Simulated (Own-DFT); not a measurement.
# Point defects and the pressure they add: D0_22 TiAl3

The numbers are computed, not measured, by runs of the plane-wave DFT program Own-DFT (in-house, retired, unreviewed) at fixed positions, with no spin and no spin-orbit coupling.

Common settings: PBE; PseudoDojo norm-conserving scalar-relativistic files; cutoff 42 hartree; 4 x 4 x 4 k mesh centred on Gamma; cold (Marzari-Vanderbilt) smearing of 0.2 eV.

Limits: forces on such cells failed a check on a denser k mesh; stress not checked against mesh or cutoff.

All runs share one cell, with vectors in Å (-2.365, -6.981, 4.326); (-7.667, 3.491, 1.442); (-2.950, -3.488, -7.241) and a volume of 625.4 Å³. u is the rms random offset of the atoms per axis. The defect's site can differ from row to row.

```
                     cell   formula   u (Å)  P (GPa)
                no defect  Al30Ti10  0.0190     1.97
                no defect  Al30Ti10  0.0531     2.62
                no defect  Al30Ti10  0.0546     2.77
 two Al on a Ti site each   Al32Ti8  0.0299     2.90
 two Al on a Ti site each   Al32Ti8  0.0311     2.93
 two Al on a Ti site each   Al32Ti8  0.0531     3.55
two Ti on an Al site each  Al28Ti12  0.0313     3.29
two Ti on an Al site each  Al28Ti12  0.0315        ?
two Ti on an Al site each  Al28Ti12  0.0474     3.73
two Ti on an Al site each  Al28Ti12  0.0525     3.83
         two Al vacancies  Al28Ti10  0.0287     1.09
         two Al vacancies  Al28Ti10  0.0303     1.36
         two Al vacancies  Al28Ti10  0.0460     1.54
```

## Worked fit

P = P0 + c u² + a shift for each defect gives P0 = 1.83 GPa, c = 302 ± 26 GPa/Å² and a scatter of 0.08 GPa. The shifts, and each times the cell's volume:

- two Ti on an Al site each: 1.19 ± 0.06 GPa, 4.6 eV (2.3 eV for each of its 2 sites)
- two Al on a Ti site each: 0.82 ± 0.07 GPa, 3.2 eV (1.6 eV for each of its 2 sites)
- two Al vacancies: -0.89 ± 0.07 GPa, -3.5 eV (-1.7 eV for each of its 2 sites)

Against the defect-free cell, a freed cell would be larger where the shift is positive and smaller where it is negative (160.2 GPa Å³ is 1 eV). The atoms around the defects weren't relaxed, which would change these numbers.

## Test on the hidden row

Question: what pressure belongs in the blank (two Ti on an Al site each, u = 0.0315 Å)?

The fitted form gives 3.32 ± 0.09 GPa. The run itself gave 3.37 GPa.
